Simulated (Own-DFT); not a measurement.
# Computed records: SiGe (layered order of Si and Ge on the diamond lattice, atoms displaced), AlGa3N4 (wurtzite random alloy, strained, atoms displaced), Al3GaN4 (wurtzite random alloy, atoms displaced)

All values are calculated (Own-DFT development build). A calculation, not a measurement: plane-wave density functional theory by an unreviewed code, no spin, of a simulated periodic cell, stress positive in tension, run twice, with PBE and with PBEsol, both on files made for PBE, so the change isn't that of files made for PBEsol, forces on such cells passed a denser k mesh, this cell's mesh not checked; the far tail of each file's local potential was reset to the Coulomb form; each entry is a single point on an unrelaxed cell, so the pressure reflects the starting lattice, mostly measured values (interpolated for alloys), from which strain is counted, and rises with the displacements; printed positions are rounded, which can move forces by about a meV/angstrom; the program, named Own-DFT, is a retired in-house code; no spin-orbit coupling; stress was not checked against mesh or cutoff.

Settings shared by all entries: functional PBE, then PBEsol; potential files PseudoDojo norm-conserving, scalar-relativistic, standard set; wave cutoff 42 hartree; occupations Fermi-Dirac; smearing width 0.1 eV.

```json
{"entry": 1, "formula": "SiGe", "kind": "layered order of Si and Ge on the diamond lattice, atoms displaced", "structure": {"cell_angstrom": [[11.089, 0.0, 0.0], [0.0, 11.089, 0.0], [0.0, 0.0, 11.089]], "atoms_fractional": [["Ge", 0.00412, 0.00296, 0.00923], ["Ge", 0.0055, 0.24568, 0.24881], ["Ge", 0.23938, 0.99771, 0.24316], ["Ge", 0.24926, 0.25429, 0.99729], ["Ge", 0.12338, 0.11806, 0.13752], ["Ge", 0.12496, 0.36798, 0.3759], ["Ge", 0.37297, 0.12456, 0.3747], ["Ge", 0.37099, 0.37088, 0.12838], ["Si", 0.99894, 0.98882, 0.50573], ["Si", 0.99178, 0.24297, 0.74712], ["Si", 0.24647, 0.0066, 0.74953], ["Si", 0.2446, 0.24956, 0.50126], ["Si", 0.12355, 0.13277, 0.63125], ["Si", 0.12643, 0.38568, 0.87173], ["Si", 0.37195, 0.12027, 0.88043], ["Si", 0.37424, 0.37761, 0.62677], ["Ge", 0.9962, 0.49284, 0.00213], ["Ge", 0.98806, 0.75308, 0.24761], ["Ge", 0.24124, 0.50825, 0.24829], ["Ge", 0.24202, 0.74849, 0.00359], ["Ge", 0.11955, 0.623, 0.11813], ["Ge", 0.12403, 0.88461, 0.37251], ["Ge", 0.37031, 0.6202, 0.37175], ["Ge", 0.37507, 0.88199, 0.1249], ["Si", 1.0, 0.49248, 0.49819], ["Si", 0.99775, 0.75458, 0.74848], ["Si", 0.24358, 0.51143, 0.75096], ["Si", 0.2467, 0.74753, 0.50943], ["Si", 0.12625, 0.63084, 0.62062], ["Si", 0.12806, 0.88527, 0.87607], ["Si", 0.37162, 0.63204, 0.86983], ["Si", 0.38039, 0.87546, 0.63301], ["Ge", 0.5014, 0.99976, 0.00315], ["Ge", 0.51099, 0.25187, 0.26561], ["Ge", 0.75121, 0.00116, 0.24956], ["Ge", 0.74394, 0.25641, 0.99915], ["Ge", 0.624, 0.12245, 0.12737], ["Ge", 0.62626, 0.37223, 0.36935], ["Ge", 0.873, 0.12614, 0.37793], ["Ge", 0.87275, 0.36897, 0.12045], ["Si", 0.49534, 0.00213, 0.51169], ["Si", 0.49771, 0.25702, 0.74883], ["Si", 0.76099, 0.99905, 0.74679], ["Si", 0.7524, 0.25134, 0.4993], ["Si", 0.63308, 0.1206, 0.62], ["Si", 0.62618, 0.38316, 0.87221], ["Si", 0.87162, 0.12733, 0.87411], ["Si", 0.8802, 0.37724, 0.62308], ["Ge", 0.49956, 0.50455, 0.00439], ["Ge", 0.4986, 0.75622, 0.25681], ["Ge", 0.74729, 0.50456, 0.25275], ["Ge", 0.75964, 0.75095, 0.99315], ["Ge", 0.62282, 0.62704, 0.12544], ["Ge", 0.62554, 0.87655, 0.37435], ["Ge", 0.8748, 0.62214, 0.37107], ["Ge", 0.877, 0.86877, 0.12201], ["Si", 0.50366, 0.50814, 0.49575], ["Si", 0.49675, 0.75697, 0.7439], ["Si", 0.75595, 0.49964, 0.75621], ["Si", 0.74615, 0.74845, 0.49886], ["Si", 0.62655, 0.62743, 0.62197], ["Si", 0.62828, 0.87795, 0.88141], ["Si", 0.87161, 0.62025, 0.87455], ["Si", 0.88409, 0.8765, 0.62518]]}, "settings": {"k_mesh": "3 x 3 x 3 centred on Gamma"}, "results": {"PBE_pressure [GPa]": 3.56, "PBE_stress_xx [GPa]": -3.6, "PBE_stress_yy [GPa]": -3.55, "PBE_stress_zz [GPa]": -3.52, "PBE_stress_yz [GPa]": 0.48, "PBE_stress_xz [GPa]": -0.56, "PBE_stress_xy [GPa]": -0.73, "PBEsol_pressure [GPa]": 1.26, "PBEsol_stress_xx [GPa]": -1.31, "PBEsol_stress_yy [GPa]": -1.25, "PBEsol_stress_zz [GPa]": -1.23, "PBEsol_stress_yz [GPa]": 0.5, "PBEsol_stress_xz [GPa]": -0.52, "PBEsol_stress_xy [GPa]": -0.71, "force_element": ["Ge", "Ge", "Ge", "Ge", "Ge", "Ge", "Ge", "Ge", "Si", "Si", "Si", "Si", "Si", "Si", "Si", "Si", "Ge", "Ge", "Ge", "Ge", "Ge", "Ge", "Ge", "Ge", "Si", "Si", "Si", "Si", "Si", "Si", "Si", "Si", "Ge", "Ge", "Ge", "Ge", "Ge", "Ge", "Ge", "Ge", "Si", "Si", "Si", "Si", "Si", "Si", "Si", "Si", "Ge", "Ge", "Ge", "Ge", "Ge", "Ge", "Ge", "Ge", "Si", "Si", "Si", "Si", "Si", "Si", "Si", "Si"], "PBE_force_x [eV/angstrom]": [-0.829, -1.437, 2.73, -0.647, -0.031, 0.067, -0.319, 0.77, 0.687, 0.719, 0.685, 0.998, -0.249, -0.625, 0.454, -0.373, 0.025, 2.119, 0.23, 1.139, -0.982, -0.413, 0.195, -0.422, 0.421, 0.68, 0.824, 1.168, -1.49, -0.59, 0.333, -1.831, -0.065, -2.443, 0.321, -0.329, 0.091, 1.438, 0.789, 0.04, 0.487, 0.536, -0.949, -0.225, -0.504, -0.748, 0.169, -0.834, -0.757, -0.471, 0.213, -1.435, 0.433, -0.181, 0.062, -0.794, -0.318, 1.413, -0.671, 0.987, -0.023, 0.072, 1.392, -1.703], "PBE_force_y [eV/angstrom]": [-0.094, 0.506, -0.274, -0.751, 2.129, 0.948, -0.372, 0.509, 2.418, 1.445, -0.34, 0.001, -1.103, -1.272, 0.867, 0.653, 0.508, -0.737, -1.453, 0.96, 0.488, -2.11, 1.156, -1.33, 1.106, -0.589, -0.518, 1.252, -0.887, -0.807, -0.084, 0.744, 0.321, -1.602, -0.451, -0.994, 0.838, 1.94, -0.457, 0.38, -0.194, -1.07, -0.012, 0.349, 0.806, -0.298, -0.282, -0.446, -0.389, -0.573, -0.869, -0.515, 1.022, 0.627, 0.144, 1.608, -1.203, -1.008, -0.037, 0.409, -0.127, -0.198, 0.527, -1.219], "PBE_force_z [eV/angstrom]": [-1.64, 0.501, 1.404, -0.093, -2.491, 0.09, 0.801, 0.623, -0.319, 0.675, 0.098, 0.733, -0.931, -0.566, -1.069, -0.481, -1.132, 0.753, -0.063, -1.252, 0.906, 1.193, 1.144, 0.156, 0.179, 0.75, -0.56, -1.278, 0.755, -0.362, 0.29, -0.874, -0.878, -2.544, -0.19, -0.978, 0.085, 2.788, 0.504, 1.476, -0.945, 0.308, 0.378, 0.53, 0.911, -0.068, 0.521, 0.475, -1.203, -0.756, -1.112, 0.152, 0.037, 1.394, 1.678, -0.258, 0.628, 1.525, -1.519, 0.403, 0.77, -1.674, -0.469, 0.09], "PBEsol_force_x [eV/angstrom]": [-0.802, -1.383, 2.631, -0.612, -0.045, 0.051, -0.298, 0.74, 0.71, 0.701, 0.678, 0.984, -0.249, -0.631, 0.458, -0.375, 0.019, 2.04, 0.233, 1.095, -0.942, -0.39, 0.184, -0.413, 0.431, 0.677, 0.815, 1.175, -1.496, -0.588, 0.332, -1.83, -0.071, -2.364, 0.299, -0.302, 0.094, 1.387, 0.772, 0.044, 0.469, 0.528, -0.937, -0.219, -0.488, -0.743, 0.158, -0.828, -0.726, -0.45, 0.2, -1.387, 0.418, -0.182, 0.048, -0.757, -0.328, 1.416, -0.662, 0.977, -0.02, 0.072, 1.387, -1.701], "PBEsol_force_y [eV/angstrom]": [-0.094, 0.479, -0.259, -0.72, 2.047, 0.919, -0.351, 0.506, 2.398, 1.432, -0.333, 0.009, -1.09, -1.264, 0.853, 0.653, 0.497, -0.713, -1.411, 0.925, 0.469, -2.04, 1.126, -1.284, 1.094, -0.588, -0.506, 1.255, -0.889, -0.802, -0.078, 0.738, 0.313, -1.551, -0.433, -0.961, 0.808, 1.874, -0.454, 0.373, -0.181, -1.069, -0.02, 0.347, 0.796, -0.3, -0.275, -0.439, -0.37, -0.552, -0.84, -0.484, 0.973, 0.604, 0.142, 1.55, -1.185, -1.006, -0.044, 0.421, -0.135, -0.196, 0.536, -1.219], "PBEsol_force_z [eV/angstrom]": [-1.503, 0.488, 1.352, -0.009, -2.402, 0.0, 0.714, 0.594, -0.415, 0.681, 0.082, 0.623, -0.934, -0.472, -0.96, -0.488, -1.016, 0.709, -0.065, -1.144, 0.884, 1.069, 1.031, 0.162, 0.079, 0.766, -0.553, -1.345, 0.738, -0.263, 0.374, -0.873, -0.758, -2.471, -0.184, -0.866, 0.095, 2.621, 0.407, 1.419, -1.019, 0.315, 0.376, 0.427, 0.896, 0.031, 0.617, 0.468, -1.093, -0.739, -1.078, 0.238, 0.044, 1.271, 1.542, -0.24, 0.524, 1.521, -1.508, 0.303, 0.773, -1.559, -0.357, 0.081], "rms_change_of_force_components_from_PBE_to_PBEsol [eV/angstrom]": 0.05}}
{"entry": 2, "formula": "AlGa3N4", "kind": "wurtzite random alloy, strained, atoms displaced", "structure": {"cell_angstrom": [[9.2953, 0.0, 0.0], [-4.6476, 8.05, 0.0], [0.0, 0.0, 10.2685]], "atoms_fractional": [["Ga", 0.11229, 0.2247, 0.004], ["Ga", 0.22437, 0.10952, 0.24742], ["N", 0.11785, 0.22322, 0.19056], ["N", 0.22822, 0.12194, 0.4368], ["Al", 0.11182, 0.22215, 0.50389], ["Ga", 0.22954, 0.11672, 0.74873], ["N", 0.11594, 0.22319, 0.68186], ["N", 0.21485, 0.09897, 0.93923], ["Ga", 0.1116, 0.56335, 0.99545], ["Ga", 0.22756, 0.44398, 0.25702], ["N", 0.1149, 0.55993, 0.18659], ["N", 0.21497, 0.43667, 0.43834], ["Ga", 0.10783, 0.5565, 0.49739], ["Al", 0.21656, 0.44012, 0.75195], ["N", 0.12159, 0.55829, 0.68923], ["N", 0.21511, 0.43954, 0.94872], ["Ga", 0.10722, 0.88421, 0.00606], ["Ga", 0.22571, 0.77443, 0.25526], ["N", 0.10902, 0.88764, 0.18569], ["N", 0.22884, 0.78278, 0.443], ["Ga", 0.11189, 0.87647, 0.50312], ["Ga", 0.21796, 0.77893, 0.7412], ["N", 0.10064, 0.87935, 0.68684], ["N", 0.22914, 0.78125, 0.94089], ["Al", 0.45746, 0.23168, 0.00125], ["Ga", 0.55945, 0.11837, 0.24739], ["N", 0.44667, 0.21426, 0.18672], ["N", 0.55611, 0.10639, 0.442], ["Ga", 0.43843, 0.22081, 0.50064], ["Al", 0.56489, 0.11489, 0.74925], ["N", 0.44469, 0.21304, 0.68921], ["N", 0.56243, 0.11714, 0.93084], ["Ga", 0.45008, 0.55672, 0.99442], ["Ga", 0.55268, 0.43636, 0.25144], ["N", 0.44307, 0.56067, 0.18133], ["N", 0.54962, 0.44448, 0.43482], ["Al", 0.45537, 0.55614, 0.49393], ["Ga", 0.54357, 0.43632, 0.74739], ["N", 0.45471, 0.56015, 0.68958], ["N", 0.55196, 0.44652, 0.94397], ["Ga", 0.432, 0.88375, 0.992], ["Ga", 0.55079, 0.78325, 0.24561], ["N", 0.4426, 0.88255, 0.18943], ["N", 0.55513, 0.77672, 0.43407], ["Al", 0.44504, 0.88768, 0.50228], ["Ga", 0.55528, 0.78229, 0.74734], ["N", 0.44255, 0.8953, 0.68673], ["N", 0.55231, 0.76616, 0.94602], ["Al", 0.79146, 0.23512, 0.99168], ["Ga", 0.89253, 0.12042, 0.25113], ["N", 0.76999, 0.21186, 0.18884], ["N", 0.88224, 0.10651, 0.44267], ["Ga", 0.78885, 0.22021, 0.50278], ["Al", 0.88315, 0.11302, 0.747], ["N", 0.77448, 0.22087, 0.68888], ["N", 0.89004, 0.11422, 0.94473], ["Ga", 0.79025, 0.56202, 0.00086], ["Ga", 0.89489, 0.45447, 0.25575], ["N", 0.764, 0.54984, 0.18851], ["N", 0.89449, 0.44658, 0.43335], ["Ga", 0.774, 0.55734, 0.50237], ["Ga", 0.8849, 0.44653, 0.74329], ["N", 0.78378, 0.5516, 0.68269], ["N", 0.88779, 0.44324, 0.954], ["Al", 0.77348, 0.87442, 0.0103], ["Ga", 0.89394, 0.78359, 0.25713], ["N", 0.77588, 0.89806, 0.18763], ["N", 0.88453, 0.77981, 0.43413], ["Ga", 0.77591, 0.88606, 0.50389], ["Ga", 0.87445, 0.77414, 0.75244], ["N", 0.77339, 0.8938, 0.68422], ["N", 0.88713, 0.77991, 0.93972]]}, "settings": {"k_mesh": "4 x 4 x 3 centred on Gamma"}, "results": {"PBE_pressure [GPa]": 18.23, "PBE_stress_xx [GPa]": -21.97, "PBE_stress_yy [GPa]": -20.51, "PBE_stress_zz [GPa]": -12.2, "PBE_stress_yz [GPa]": 0.72, "PBE_stress_xz [GPa]": 0.1, "PBE_stress_xy [GPa]": 1.55, "PBEsol_pressure [GPa]": 12.96, "PBEsol_stress_xx [GPa]": -16.6, "PBEsol_stress_yy [GPa]": -15.23, "PBEsol_stress_zz [GPa]": -7.04, "PBEsol_stress_yz [GPa]": 0.68, "PBEsol_stress_xz [GPa]": 0.12, "PBEsol_stress_xy [GPa]": 1.54, "force_element": ["Ga", "Ga", "N", "N", "Al", "Ga", "N", "N", "Ga", "Ga", "N", "N", "Ga", "Al", "N", "N", "Ga", "Ga", "N", "N", "Ga", "Ga", "N", "N", "Al", "Ga", "N", "N", "Ga", "Al", "N", "N", "Ga", "Ga", "N", "N", "Al", "Ga", "N", "N", "Ga", "Ga", "N", "N", "Al", "Ga", "N", "N", "Al", "Ga", "N", "N", "Ga", "Al", "N", "N", "Ga", "Ga", "N", "N", "Ga", "Ga", "N", "N", "Al", "Ga", "N", "N", "Ga", "Ga", "N", "N"], "PBE_force_x [eV/angstrom]": [0.502, 0.043, -0.719, -1.627, -0.21, -1.065, -1.635, 1.303, 1.266, -0.429, -0.15, 1.251, 1.684, 1.259, -0.898, 0.53, 0.464, -0.505, 0.668, 1.004, -2.199, 0.698, -0.848, -3.74, -0.829, 0.77, -1.673, -0.197, 2.01, -1.575, 0.801, 0.105, -2.339, -1.784, 0.986, 1.33, -2.964, 1.787, -2.31, 2.654, 4.382, 2.335, -2.238, -0.865, 0.855, -0.628, 0.75, 0.148, -0.914, 0.487, 0.961, 3.127, -2.988, 1.784, 1.036, -0.514, -2.439, -0.401, 2.155, -1.565, 0.516, 2.575, -2.909, 0.314, -1.409, -1.614, 1.455, 1.313, -0.64, 0.959, 0.714, -0.159], "PBE_force_y [eV/angstrom]": [-1.511, -0.014, 0.032, -2.05, -0.548, -1.934, 0.285, 2.423, -0.779, 0.432, -0.836, 0.913, -0.05, 0.3, -1.36, 1.367, 0.388, 0.76, -0.515, -0.766, 2.33, 0.311, 1.138, -1.348, -1.885, -2.545, 1.163, 0.394, -0.133, -0.912, 0.804, 0.517, -1.705, 0.645, -0.988, -0.336, 0.618, 0.095, -0.734, -1.366, 2.537, -1.178, 2.213, -0.6, 0.503, -0.37, 0.277, 3.966, -3.914, -0.735, 3.0, 0.307, 0.768, 0.016, 0.31, -1.58, -0.661, -1.343, 1.661, -0.338, -0.546, -0.608, 0.941, 1.302, 2.278, -0.636, -0.947, -0.379, 0.21, 0.456, 0.651, -0.165], "PBE_force_z [eV/angstrom]": [0.138, 0.651, 0.061, 0.105, -1.328, 1.177, 1.173, -0.127, 1.46, -1.549, 0.292, 1.487, 0.729, 0.592, -0.162, -3.225, -1.138, -0.55, 1.456, -0.536, -0.36, 1.877, 0.277, -2.608, -0.383, 1.646, -1.557, -0.045, 0.132, 0.36, -0.375, 0.566, 1.897, -0.824, 1.24, 0.759, 0.96, 1.325, -1.621, -1.765, 2.188, 0.736, -1.451, 1.289, -0.363, 1.491, -0.368, -2.085, 2.3, 0.204, -1.789, -0.572, -0.49, 1.503, 0.215, -1.978, 1.014, -2.485, 0.021, 1.988, -1.591, 1.916, 0.77, -3.294, -0.833, -2.121, 0.172, 1.853, -1.33, -0.011, 1.347, -0.453], "PBEsol_force_x [eV/angstrom]": [0.478, 0.045, -0.706, -1.432, -0.226, -1.045, -1.478, 1.184, 1.242, -0.43, -0.158, 1.121, 1.632, 1.29, -1.049, 0.519, 0.453, -0.491, 0.644, 0.807, -2.145, 0.677, -0.803, -3.657, -0.84, 0.758, -1.634, -0.198, 1.965, -1.577, 0.61, 0.107, -2.29, -1.721, 0.958, 1.493, -2.973, 1.739, -2.149, 2.57, 4.278, 2.286, -2.187, -0.723, 0.866, -0.599, 0.725, 0.007, -0.913, 0.455, 0.941, 2.933, -2.931, 1.811, 1.037, -0.345, -2.38, -0.39, 2.124, -1.514, 0.517, 2.502, -2.844, 0.295, -1.397, -1.58, 1.412, 1.287, -0.631, 0.964, 0.692, 0.014], "PBEsol_force_y [eV/angstrom]": [-1.473, -0.007, 0.033, -2.064, -0.568, -1.896, 0.191, 2.319, -0.761, 0.422, -0.807, 1.006, -0.047, 0.298, -1.22, 1.331, 0.388, 0.734, -0.5, -0.844, 2.259, 0.299, 1.107, -1.327, -1.899, -2.478, 1.138, 0.552, -0.132, -0.918, 0.875, 0.372, -1.655, 0.634, -0.968, -0.451, 0.626, 0.114, -0.666, -1.149, 2.452, -1.144, 2.15, -0.498, 0.486, -0.389, 0.11, 3.79, -3.927, -0.741, 2.921, 0.246, 0.745, 0.024, 0.494, -1.514, -0.642, -1.311, 1.622, -0.32, -0.534, -0.579, 0.924, 1.56, 2.275, -0.621, -0.91, -0.377, 0.208, 0.44, 0.458, -0.268], "PBEsol_force_z [eV/angstrom]": [0.14, 0.64, 0.063, 0.042, -1.331, 1.139, 1.235, -0.149, 1.447, -1.528, 0.307, 1.331, 0.697, 0.62, -0.231, -3.034, -1.122, -0.552, 1.424, -0.585, -0.349, 1.824, 0.259, -2.529, -0.373, 1.613, -1.347, -0.097, 0.111, 0.358, -0.421, 0.617, 1.865, -0.798, 1.224, 0.661, 0.98, 1.283, -1.492, -1.784, 2.142, 0.722, -1.403, 1.156, -0.355, 1.443, -0.254, -2.088, 2.32, 0.196, -1.619, -0.59, -0.498, 1.507, 0.074, -1.903, 0.992, -2.414, 0.026, 1.945, -1.56, 1.832, 0.752, -3.275, -0.839, -2.059, 0.365, 1.817, -1.319, -0.025, 1.254, -0.504], "rms_change_of_force_components_from_PBE_to_PBEsol [eV/angstrom]": 0.076}}
{"entry": 3, "formula": "Al3GaN4", "kind": "wurtzite random alloy, atoms displaced", "structure": {"cell_angstrom": [[9.3938, 0.0, 0.0], [-4.6969, 8.1352, 0.0], [0.0, 0.0, 10.0655]], "atoms_fractional": [["Al", 0.12423, 0.2353, 0.0098], ["Al", 0.21236, 0.11234, 0.25298], ["N", 0.1038, 0.21789, 0.18722], ["N", 0.22336, 0.10892, 0.42938], ["Ga", 0.09823, 0.22061, 0.49946], ["Al", 0.22388, 0.09485, 0.74113], ["N", 0.09754, 0.21704, 0.6825], ["N", 0.21295, 0.10416, 0.9388], ["Al", 0.11078, 0.54375, 0.01132], ["Al", 0.23048, 0.44087, 0.23823], ["N", 0.11279, 0.55822, 0.19151], ["N", 0.23149, 0.45122, 0.43489], ["Al", 0.11707, 0.56723, 0.50422], ["Ga", 0.23137, 0.46028, 0.75871], ["N", 0.10949, 0.56766, 0.70226], ["N", 0.21085, 0.44316, 0.93808], ["Al", 0.12136, 0.88996, 0.00165], ["Ga", 0.22583, 0.76592, 0.2433], ["N", 0.11594, 0.88837, 0.19059], ["N", 0.20954, 0.78785, 0.44068], ["Ga", 0.11575, 0.88653, 0.49937], ["Ga", 0.2261, 0.77473, 0.73533], ["N", 0.10843, 0.89408, 0.69104], ["N", 0.209, 0.77458, 0.93191], ["Ga", 0.44836, 0.22146, 3e-05], ["Al", 0.56273, 0.13027, 0.24583], ["N", 0.44131, 0.21731, 0.20268], ["N", 0.55051, 0.12088, 0.43593], ["Al", 0.44755, 0.21976, 0.51216], ["Al", 0.55796, 0.1169, 0.74938], ["N", 0.43126, 0.22045, 0.69031], ["N", 0.55954, 0.1168, 0.93308], ["Al", 0.44592, 0.56203, 0.99217], ["Ga", 0.56053, 0.45116, 0.26019], ["N", 0.4434, 0.55872, 0.19754], ["N", 0.55384, 0.44133, 0.43094], ["Ga", 0.44475, 0.56308, 0.51536], ["Al", 0.54253, 0.43121, 0.74864], ["N", 0.44229, 0.54929, 0.70403], ["N", 0.57443, 0.45436, 0.93954], ["Al", 0.44807, 0.87925, 0.003], ["Ga", 0.55827, 0.77533, 0.24787], ["N", 0.4444, 0.87972, 0.2043], ["N", 0.55111, 0.78876, 0.45355], ["Al", 0.44637, 0.9043, 0.50632], ["Al", 0.56203, 0.77739, 0.75232], ["N", 0.44829, 0.89174, 0.7008], ["N", 0.57352, 0.78203, 0.93265], ["Al", 0.79092, 0.22819, 0.99655], ["Al", 0.88333, 0.10971, 0.24638], ["N", 0.79466, 0.22313, 0.19547], ["N", 0.89221, 0.11311, 0.42722], ["Al", 0.78961, 0.23999, 0.50689], ["Al", 0.86948, 0.09337, 0.74993], ["N", 0.78951, 0.23676, 0.68649], ["N", 0.88054, 0.10129, 0.9375], ["Al", 0.77314, 0.55509, 0.00478], ["Al", 0.88924, 0.45886, 0.24743], ["N", 0.77195, 0.54701, 0.18448], ["N", 0.88665, 0.45625, 0.43796], ["Al", 0.78126, 0.55616, 0.514], ["Al", 0.87181, 0.42839, 0.74168], ["N", 0.77854, 0.53825, 0.69592], ["N", 0.87665, 0.45234, 0.93776], ["Al", 0.77571, 0.87741, 0.99888], ["Al", 0.88295, 0.76973, 0.24765], ["N", 0.77615, 0.88179, 0.17959], ["N", 0.88113, 0.78353, 0.44317], ["Al", 0.79141, 0.89137, 0.52012], ["Al", 0.89541, 0.79152, 0.77118], ["N", 0.77973, 0.89584, 0.68202], ["N", 0.87389, 0.77542, 0.9338]]}, "settings": {"k_mesh": "4 x 4 x 3 centred on Gamma"}, "results": {"PBE_pressure [GPa]": 9.9, "PBE_stress_xx [GPa]": -8.4, "PBE_stress_yy [GPa]": -8.61, "PBE_stress_zz [GPa]": -12.69, "PBE_stress_yz [GPa]": -1.58, "PBE_stress_xz [GPa]": 1.51, "PBE_stress_xy [GPa]": 2.22, "PBEsol_pressure [GPa]": 6.77, "PBEsol_stress_xx [GPa]": -5.23, "PBEsol_stress_yy [GPa]": -5.5, "PBEsol_stress_zz [GPa]": -9.59, "PBEsol_stress_yz [GPa]": -1.58, "PBEsol_stress_xz [GPa]": 1.51, "PBEsol_stress_xy [GPa]": 2.31, "force_element": ["Al", "Al", "N", "N", "Ga", "Al", "N", "N", "Al", "Al", "N", "N", "Al", "Ga", "N", "N", "Al", "Ga", "N", "N", "Ga", "Ga", "N", "N", "Ga", "Al", "N", "N", "Al", "Al", "N", "N", "Al", "Ga", "N", "N", "Ga", "Al", "N", "N", "Al", "Ga", "N", "N", "Al", "Al", "N", "N", "Al", "Al", "N", "N", "Al", "Al", "N", "N", "Al", "Al", "N", "N", "Al", "Al", "N", "N", "Al", "Al", "N", "N", "Al", "Al", "N", "N"], "PBE_force_x [eV/angstrom]": [-0.607, 1.729, 0.569, 0.033, 2.45, -3.568, 0.776, 0.295, -3.516, -1.942, 0.31, -1.892, 0.173, -2.585, -0.037, 2.337, -1.64, -1.77, -1.451, 6.794, -5.64, -1.726, -0.268, 2.984, -0.95, 1.947, -1.583, 2.196, -2.146, 0.086, 2.427, 1.522, 1.389, -0.769, 0.567, 0.568, 0.481, 2.014, 1.509, -4.427, -1.307, 0.683, 0.128, 1.375, 0.293, -0.498, 1.517, -3.194, -1.311, 1.903, -4.083, -2.465, -0.143, 1.665, -0.58, 0.622, 1.341, 1.837, 0.234, 1.595, -1.548, 2.672, -4.146, 3.235, -0.041, 0.435, 0.777, 1.188, -2.139, 0.87, -0.061, 2.509], "PBE_force_y [eV/angstrom]": [-3.171, -0.931, 0.95, 1.016, 1.008, 3.102, -0.137, 1.248, 2.222, -0.112, -3.487, 0.275, -0.915, -3.066, -4.851, 0.303, -0.032, 3.003, -0.374, -3.532, 3.02, 3.082, -2.708, -0.749, 0.361, -2.314, 0.914, -0.242, 0.982, -0.129, -0.3, -1.363, -0.838, -1.153, -1.068, 0.413, -0.346, 1.664, 1.887, -1.512, 1.235, 0.876, 3.122, 0.235, -0.692, 0.273, 1.173, -1.291, -0.1, -1.851, 2.054, -1.05, -1.634, 4.214, -5.831, 0.805, 1.215, -2.141, 1.937, -0.188, 0.874, 4.942, 2.495, -1.678, 2.811, 1.24, 0.68, -1.998, 0.723, -1.191, -2.589, -0.793], "PBE_force_z [eV/angstrom]": [-2.81, -0.904, 0.487, 2.747, -0.868, 2.24, 2.782, -0.435, -2.441, 2.924, -0.474, -0.006, -0.735, -2.404, -3.074, 2.798, 0.426, 2.007, -0.542, -0.729, 0.707, 2.886, -0.121, 1.848, 0.854, 1.222, -2.283, 1.47, -3.8, 0.063, 0.406, 1.105, 0.957, -3.349, -3.335, 6.947, -2.502, 1.401, -0.068, -0.935, -0.582, 2.634, -3.145, 0.035, -1.223, -1.331, -1.554, 0.896, 0.409, 0.324, -1.887, 1.873, -3.275, 0.858, -0.28, 0.243, -1.123, 0.859, 0.633, 0.279, -1.747, 4.164, -0.808, 0.423, 0.715, 0.719, 1.275, -0.73, -7.685, -6.316, 6.093, 4.795], "PBEsol_force_x [eV/angstrom]": [-0.602, 1.708, 0.535, -0.047, 2.395, -3.551, 0.775, 0.397, -3.527, -1.955, 0.329, -1.744, 0.181, -2.529, 0.085, 2.35, -1.661, -1.735, -1.304, 6.537, -5.514, -1.69, -0.139, 2.997, -0.907, 1.99, -1.628, 2.198, -2.169, 0.072, 2.434, 1.373, 1.379, -0.757, 0.736, 0.475, 0.443, 2.015, 1.296, -4.415, -1.307, 0.648, 0.126, 1.403, 0.241, -0.504, 1.349, -3.167, -1.324, 1.93, -4.073, -2.293, -0.133, 1.633, -0.563, 0.649, 1.343, 1.839, 0.048, 1.592, -1.56, 2.713, -4.155, 3.218, -0.054, 0.437, 0.624, 1.328, -2.137, 0.857, -0.053, 2.519], "PBEsol_force_y [eV/angstrom]": [-3.162, -0.922, 0.936, 0.92, 0.982, 3.137, -0.043, 1.309, 2.232, -0.125, -3.246, 0.218, -0.918, -2.982, -4.651, 0.319, -0.044, 2.944, -0.447, -3.363, 2.953, 2.996, -2.834, -0.776, 0.358, -2.319, 1.063, -0.229, 0.99, -0.101, -0.303, -1.275, -0.848, -1.124, -0.913, 0.469, -0.352, 1.649, 1.802, -1.643, 1.224, 0.836, 2.92, 0.079, -0.697, 0.259, 1.054, -1.277, -0.089, -1.888, 2.082, -0.956, -1.639, 4.221, -5.864, 0.785, 1.246, -2.142, 1.844, -0.181, 0.894, 4.953, 2.51, -1.655, 2.818, 1.215, 0.605, -1.937, 0.748, -1.202, -2.608, -0.814], "PBEsol_force_z [eV/angstrom]": [-2.83, -0.941, 0.516, 2.865, -0.841, 2.244, 2.619, -0.406, -2.462, 2.923, -0.366, 0.094, -0.722, -2.339, -2.933, 2.555, 0.422, 1.979, -0.47, -0.77, 0.677, 2.868, -0.273, 1.671, 0.822, 1.201, -2.333, 1.432, -3.78, 0.034, 0.421, 1.183, 0.949, -3.26, -3.209, 6.694, -2.473, 1.399, -0.168, -0.906, -0.588, 2.57, -3.002, -0.03, -1.213, -1.356, -1.495, 0.891, 0.417, 0.307, -1.878, 1.961, -3.288, 0.853, -0.269, 0.262, -1.103, 0.863, 0.706, 0.273, -1.758, 4.185, -0.757, 0.399, 0.716, 0.734, 1.343, -0.704, -7.717, -6.384, 6.128, 4.852], "rms_change_of_force_components_from_PBE_to_PBEsol [eV/angstrom]": 0.076}}
```
